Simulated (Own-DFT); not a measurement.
# How strain changes the stress of wurtzite AlN, 72 atoms (Al36N36)

Calculated results; nothing here was measured. They come from Own-DFT, an in-house plane-wave density functional program, since retired, whose code no person has reviewed. Each row is one single-point run on a periodic cell that was not relaxed, without spin or spin-orbit coupling.

Settings of every run: PBE; PseudoDojo norm-conserving scalar-relativistic files; cutoff 42 hartree; 4 x 4 x 3 k mesh centred on Gamma; Gaussian smearing of 0.01 eV.

Known limits: k mesh not checked against a denser one; stress not checked against mesh or cutoff.

Unstrained cell vectors in Å: (9.336, 0.000, 0.000); (-4.668, 8.085, 0.000); (0.000, 0.000, 9.964). The unstrained cell has measured lattice constants (interpolated for alloys), not those of this functional. That, the random moves and any unrelaxed bonds set the pressure at no strain. Each run strains this cell uniformly, with the atoms carried along. Every atom was also moved at random, by a Gaussian of width 0.05 Å on each axis. Strain is the symmetric tensor, in per cent. Stress is positive in tension, and the pressure is minus a third of its trace.

```
run  e_xx (%)  e_yy (%)  e_zz (%)  s_xx (GPa)  s_yy (GPa)  s_zz (GPa)  P (GPa)  E (meV/atom)
  1     -1.75     -1.75      0.00      -15.41      -16.71       -9.89    14.00          33.7
  2     -2.50     -2.50      0.00      -21.84      -24.21       -8.67    18.24          63.1
  3      2.75      2.75      0.00        7.57        8.99       -2.67    -4.63           5.4
  4     -2.00     -2.00      0.00      -15.89      -17.93      -10.31    14.71          18.0
  5     -1.50     -1.50      0.00      -15.59      -15.93       -7.33    12.95          27.8
  6     -1.00     -1.00      0.00       -9.73      -12.33       -8.68    10.24          19.9
  7      1.50      1.50      0.00        3.57        1.74       -4.95    -0.12           0.0
  8      2.25      2.25      0.00        6.33        6.26       -2.92    -3.22           2.2
  9     -0.50     -0.50      0.00           ?           ?           ?        ?             ?
```

E is the free energy for each atom above the lowest run shown.

## Worked fit

The change of volume is close to e_xx + e_yy + e_zz. A straight line through the runs shown gives P = 6.66 - 214 x (fractional change of volume) GPa, with an error of 5 on the slope and a scatter of 0.61 GPa. The strain isn't the same on all axes and the cell isn't cubic, so the slope belongs to this path and is not the bulk modulus.

## Withheld run

Question: what pressure should run 9 give? Its volume changes by -1.00 %.

The line gives 8.8 GPa. The calculation gave 7.42 GPa.
